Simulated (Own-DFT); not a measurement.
# Device materials side by side: how hard are they to compress?

Calculated, not measured: single-point runs of Own-DFT, a retired in-house plane-wave DFT program that no person has reviewed, on unrelaxed cells, without spin or spin-orbit coupling.

Limits (not all hold for every row): forces on such cells moved up to 12 meV/angstrom on a denser k mesh; forces not confirmed at this smearing and k mesh; k mesh not checked against a denser one; forces on such cells passed a denser k mesh, each cell not checked; stress not checked against mesh or cutoff.

All runs are PBE with PseudoDojo norm-conserving files; cutoff and k mesh are each material's own. Every cell starts from measured lattice constants and was given uniform random strains and small random moves of its atoms. Each triple is the change of volume in per cent, the rms move u in Å and the pressure in GPa.

- 3C SiC (C48Si48), 10.36 Å³/atom unstrained: (-3.84, 0.051, 15.78); (-2.03, 0.051, 10.62); (-1.05, 0.051, 8.07); (0.36, 0.047, 4.54); (0.58, 0.049, 4.27); (1.48, 0.048, 2.14); (2.60, 0.054, 0.24)
- wurtzite GaN (Ga36N36), 11.42 Å³/atom unstrained: (-2.95, 0.049, 13.28); (-0.54, 0.049, 7.86); (-0.49, 0.046, 8.26); (-0.10, 0.047, 7.47); (1.48, 0.045, 4.00); (1.58, 0.050, 4.29); (2.71, 0.051, 2.37)
- diamond silicon (Si64), 20.02 Å³/atom unstrained: (-3.08, 0.047, 5.94); (-1.63, 0.051, 4.39); (-0.91, 0.051, 3.68); (0.26, 0.050, 2.32); (0.86, 0.047, 1.86); (1.31, 0.050, 1.21); (3.41, 0.048, -0.56)
- zincblende GaP (Ga32P32), 20.24 Å³/atom unstrained: (-1.63, 0.051, 4.93); (-1.56, 0.050, 4.68); (-1.29, 0.048, 4.89); (-1.08, 0.050, 4.52); (0.93, 0.046, 2.40); (1.76, 0.051, 1.86); (3.58, 0.051, 0.50)
- zincblende InP (In48P48), 25.27 Å³/atom unstrained: withheld
- grey tin (Sn64), 34.15 Å³/atom unstrained: (-2.82, 0.049, 5.45); (-0.80, 0.052, 4.19); (0.41, 0.048, 3.57); (0.61, 0.054, 3.49); (0.98, 0.050, 3.35); (1.22, 0.052, 3.15); (1.57, 0.047, 2.92)

## Working it out

Fit a line to each set against the fractional change of volume; B is minus its slope, and u is nearly the same within a set. To take it to zero pressure, assume that B rises by 4 GPa for each GPa: B0 = B - 4 x (mean pressure). The bond length of an ideal tetrahedral crystal with the unstrained volume v is d = (√3/4)(8 v)^(1/3). Cohen's empirical rule reads B0 = (1971 - 220 L) d^(-3.5) GPa, with L = 0 for group IV crystals and SiC and 1 for III-V compounds.

| material | L | d (Å) | B (GPa) | mean P (GPa) | B0 (GPa) | rule (GPa) |
|---|---|---|---|---|---|---|
| 3C SiC (C48Si48) | 0 | 1.888 | 244 ± 9 | 6.5 | 217 ± 9 | 213 |
| wurtzite GaN (Ga36N36) | 1 | 1.950 | 195 ± 8 | 6.8 | 167 ± 8 | 169 |
| diamond silicon (Si64) | 0 | 2.352 | 101 ± 3 | 2.7 | 91 ± 3 | 99 |
| zincblende GaP (Ga32P32) | 1 | 2.360 | 88 ± 4 | 3.4 | 74 ± 4 | 87 |
| zincblende InP (In48P48) | 1 | 2.541 | ? | ? | ? | 67 |
| grey tin (Sn64) | 0 | 2.810 | 56 ± 2 | 3.7 | 41 ± 2 | 53 |

A line through ln[B0/(1971 - 220 L)] against ln d has a slope of -4.2 ± 0.1 and a scatter of 3 %. Against the rule, B0 stands at 102 % for 3C SiC, 99 % for wurtzite GaN, 92 % for diamond silicon, 85 % for zincblende GaP, 78 % for grey tin. PBE tends to make silicon and heavier crystals too soft, and the rule itself is only a guide.

## Withheld run

Q: what B0 does the fitted trend give for zincblende InP (In48P48)?

From the line: 56 GPa. Its own runs give B = 74 ± 1 GPa at a mean pressure of 4.2 GPa, so B0 = 57 GPa.
